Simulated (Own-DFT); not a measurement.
# Short bonds, stiff crystals?

The numbers are computed, not measured, by runs of the plane-wave DFT program Own-DFT (in-house, retired, unreviewed) at fixed positions, with no spin and no spin-orbit coupling.

Caveats (not all hold for every row): forces on such cells moved up to 12 meV/angstrom on a denser k mesh; forces not confirmed at this smearing and k mesh; k mesh not checked against a denser one; forces on such cells passed a denser k mesh, each cell not checked; stress not checked against mesh or cutoff.

All runs are PBE with PseudoDojo norm-conserving files; cutoff and k mesh are each material's own. Every cell starts from measured lattice constants and was given uniform random strains and small random moves of its atoms. Each triple is the change of volume in per cent, the rms move u in Å and the pressure in GPa.

- 3C SiC (C32Si32), 10.36 Å³/atom unstrained: (-3.72, 0.052, 15.38); (-2.80, 0.048, 11.80); (-1.43, 0.052, 9.42); (-0.43, 0.052, 6.83); (-0.19, 0.050, 6.10); (1.32, 0.054, 2.18); (2.77, 0.047, -0.98)
- wurtzite AlN (Al36N36), 10.45 Å³/atom unstrained: (-2.40, 0.051, 10.98); (-1.60, 0.046, 8.93); (0.50, 0.045, 3.99); (1.65, 0.052, 2.16); (1.86, 0.050, 2.01); (3.64, 0.054, -1.17); (3.93, 0.045, -2.53)
- wurtzite GaN (Ga48N48), 11.42 Å³/atom unstrained: withheld
- diamond silicon (Si64), 20.02 Å³/atom unstrained: (-3.59, 0.052, 6.56); (-0.78, 0.046, 3.44); (-0.68, 0.050, 3.31); (-0.52, 0.051, 3.18); (-0.40, 0.051, 3.25); (0.27, 0.050, 2.22); (1.15, 0.052, 1.47)
- zincblende InP (In48P48), 25.27 Å³/atom unstrained: (-1.71, 0.050, 4.90); (-1.13, 0.048, 4.64); (-0.74, 0.053, 4.32); (-0.44, 0.048, 4.10); (0.38, 0.051, 3.59); (1.49, 0.052, 2.82); (3.93, 0.050, 1.11)
- grey tin (Sn64), 34.15 Å³/atom unstrained: (-2.83, 0.054, 5.31); (-2.59, 0.047, 5.10); (-2.11, 0.051, 4.80); (-0.45, 0.048, 3.93); (-0.12, 0.046, 3.83); (0.72, 0.052, 3.32); (1.02, 0.050, 3.09)

## Analysis

Fit a line to each set against the fractional change of volume; B is minus its slope, and u is nearly the same within a set. To take it to zero pressure, assume that B rises by 4 GPa for each GPa: B0 = B - 4 x (mean pressure). The bond length of an ideal tetrahedral crystal with the unstrained volume v is d = (√3/4)(8 v)^(1/3). Cohen's empirical rule reads B0 = (1971 - 220 L) d^(-3.5) GPa, with L = 0 for group IV crystals and SiC and 1 for III-V compounds.

```
material,L,d (Å),B (GPa),mean P (GPa),B0 (GPa),rule (GPa)
3C SiC (C32Si32),0,1.888,246 ± 8,7.2,217 ± 8,213
wurtzite AlN (Al36N36),1,1.893,204 ± 8,3.5,190 ± 8,188
wurtzite GaN (Ga48N48),1,1.950,?,?,?,169
diamond silicon (Si64),0,2.352,109 ± 3,3.3,95 ± 3,99
zincblende InP (In48P48),1,2.541,68 ± 1,3.6,53 ± 1,67
grey tin (Sn64),0,2.810,55 ± 1,4.2,38 ± 1,53
```

A line through ln[B0/(1971 - 220 L)] against ln d has a slope of -4.3 ± 0.2 and a scatter of 7 %. Against the rule, B0 stands at 102 % for 3C SiC, 101 % for wurtzite AlN, 96 % for diamond silicon, 80 % for zincblende InP, 72 % for grey tin. PBE tends to make silicon and heavier crystals too soft, and the rule itself is only a guide.

## Prediction

Question: what B0 does the fitted trend give for wurtzite GaN (Ga48N48)?

Estimate: 171 GPa. Its own runs give B = 195 ± 8 GPa at a mean pressure of 6.8 GPa, so B0 = 167 GPa.
